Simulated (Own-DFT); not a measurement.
# What random displacements cost in 6H (3C twinned every three layers) SiC, 48 atoms (C24Si24)

All numbers below are calculated, not measured. The program, named Own-DFT, is a retired in-house plane-wave density functional code that no person has reviewed. Each row is one single-point run on a periodic cell that was not relaxed, without spin or spin-orbit coupling.

Settings of every run: PBE; PseudoDojo norm-conserving scalar-relativistic files; cutoff 42 hartree; 5 x 5 x 2 k mesh centred on Gamma; Fermi-Dirac smearing of 0.1 eV.

Known limits, some of them of some rows only: some atoms lie very close together; forces on such cells passed a denser k mesh, each cell not checked; stress not checked against mesh or cutoff.

Cell vectors in Å: (4.360, -4.360, 0.000); (0.000, 4.360, -4.360); (8.719, 8.719, 8.719). In each run every atom was moved at random and independently from its ideal site; u is the rms move along one axis. E is the free energy for each atom above the fitted value at u = 0, and F the rms of the force components.

| run | u (Å) | E (meV/atom) | F (eV/Å) | largest force (eV/Å) | P (GPa) |
|---|---|---|---|---|---|
| 1 | 0.0286 | 30.5 | 0.832 | 2.53 | 3.73 |
| 2 | 0.0286 | 30.9 | 0.849 | 2.60 | 3.75 |
| 3 | 0.0293 | 32.2 | 0.880 | 2.90 | 3.76 |
| 4 | 0.0608 | 135.8 | 1.937 | 9.26 | 6.43 |
| 5 | 0.0643 | 149.3 | 1.918 | 6.60 | 6.43 |
| 6 | 0.0936 | ? | ? | ? | ? |
| 7 | 0.1020 | 383.7 | 3.309 | 17.41 | 11.95 |
| 8 | 0.1079 | 454.0 | 3.631 | 14.20 | 14.09 |

## Worked fit

For small independent moves the energy grows as E = (3/2) K u², with K the mean stiffness felt by one atom. The runs with u up to 0.11 Å give K = 24.9 ± 0.4 eV/Å², with residuals divided by u² + 0.0006 Å², since the noise grows with the moves. The scatter is 2.8 meV/atom at u = 0.05 Å. The forces follow F = G u with G = 31.0 eV/Å²; no force at u = 0 is resolved. G exceeds K because the moves of its neighbours add to the force on an atom, and stiffness differs between atoms. The pressure follows P = 2.92 + 916 u² GPa: at fixed volume, shortened bonds push harder than stretched ones pull.

## Withheld run

Question: what energy and rms force should run 6 give?

The fit gives 327 ± 10 meV/atom and about 2.90 eV/Å. The calculation gave 375.1 meV/atom and 3.646 eV/Å. This run lies off the fit, by chance or by something that the fit leaves out.
